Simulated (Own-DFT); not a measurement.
# One host, several defects: zincblende GaP

No measurement is shown. These are fixed-geometry runs of a retired plane-wave code named Own-DFT, which no person has reviewed; spin and spin-orbit coupling are neglected.

Settings: PBE; PseudoDojo norm-conserving scalar-relativistic files; cutoff 42 hartree; 3 x 3 x 3 k mesh centred on Gamma; Fermi-Dirac smearing of 0.1 eV.

Keep in mind (not all hold for every row): not probed for a lower state with spin; forces on such cells failed a check on a denser k mesh; forces on such cells passed a denser k mesh, each cell not checked; stress not checked against mesh or cutoff.

All runs share one cell, with vectors in Å (10.901, 0.000, 0.000); (0.000, 10.901, 0.000); (0.000, 0.000, 10.901) and a volume of 1295.4 Å³. The atoms are randomly displaced, by u rms on each axis. The defect's site can differ from row to row.

| cell | formula | u (Å) | P (GPa) |
|---|---|---|---|
| no defect | Ga32P32 | 0.0197 | 2.70 |
| no defect | Ga32P32 | 0.0200 | 2.70 |
| no defect | Ga32P32 | 0.0527 | 3.41 |
| two P vacancies | Ga32P30 | 0.0290 | 2.28 |
| two P vacancies | Ga32P30 | 0.0529 | 2.58 |
| two P vacancies | Ga32P30 | 0.0531 | 2.53 |
| one Al on a Ga site | AlGa31P32 | 0.0288 | ? |
| one Al on a Ga site | AlGa31P32 | 0.0322 | 2.92 |
| one Al on a Ga site | AlGa31P32 | 0.0516 | 3.19 |
| one Al on a Ga site | AlGa31P32 | 0.0518 | 3.12 |
| two P on a Ga site each | Ga30P34 | 0.0471 | 3.26 |
| two P on a Ga site each | Ga30P34 | 0.0508 | 3.39 |
| two P on a Ga site each | Ga30P34 | 0.0536 | 3.38 |
| one As on a P site | AsGa32P31 | 0.0278 | 3.19 |
| one As on a P site | AsGa32P31 | 0.0481 | 3.53 |
| one As on a P site | AsGa32P31 | 0.0527 | 3.69 |

## What the rows give

P = P0 + c u² + a shift for each defect gives P0 = 2.68 GPa, c = 222 ± 25 GPa/Å² and a scatter of 0.08 GPa. The shifts, and each times the cell's volume:

- one As on a P site: 0.36 ± 0.07 GPa, 2.9 eV
- two P on a Ga site each: 0.10 ± 0.07 GPa, 0.8 eV (0.4 eV for each of its 2 sites) (not resolved)
- one Al on a Ga site: -0.07 ± 0.07 GPa, -0.6 eV (not resolved)
- two P vacancies: -0.69 ± 0.07 GPa, -5.6 eV (-2.8 eV for each of its 2 sites)

A positive shift means that the defect pushes the cell outwards. Shift times volume (160.2 GPa Å³ is 1 eV) depends little on the cell's size, so, taken for each site, it can be compared between cells at like pressure. The atoms around the defects weren't relaxed, which would change these numbers.

## The run left out

The question: what pressure belongs in the blank (one Al on a Ga site, u = 0.0288 Å)?

The fitted form gives 2.79 ± 0.10 GPa. The hidden result is 2.82 GPa.
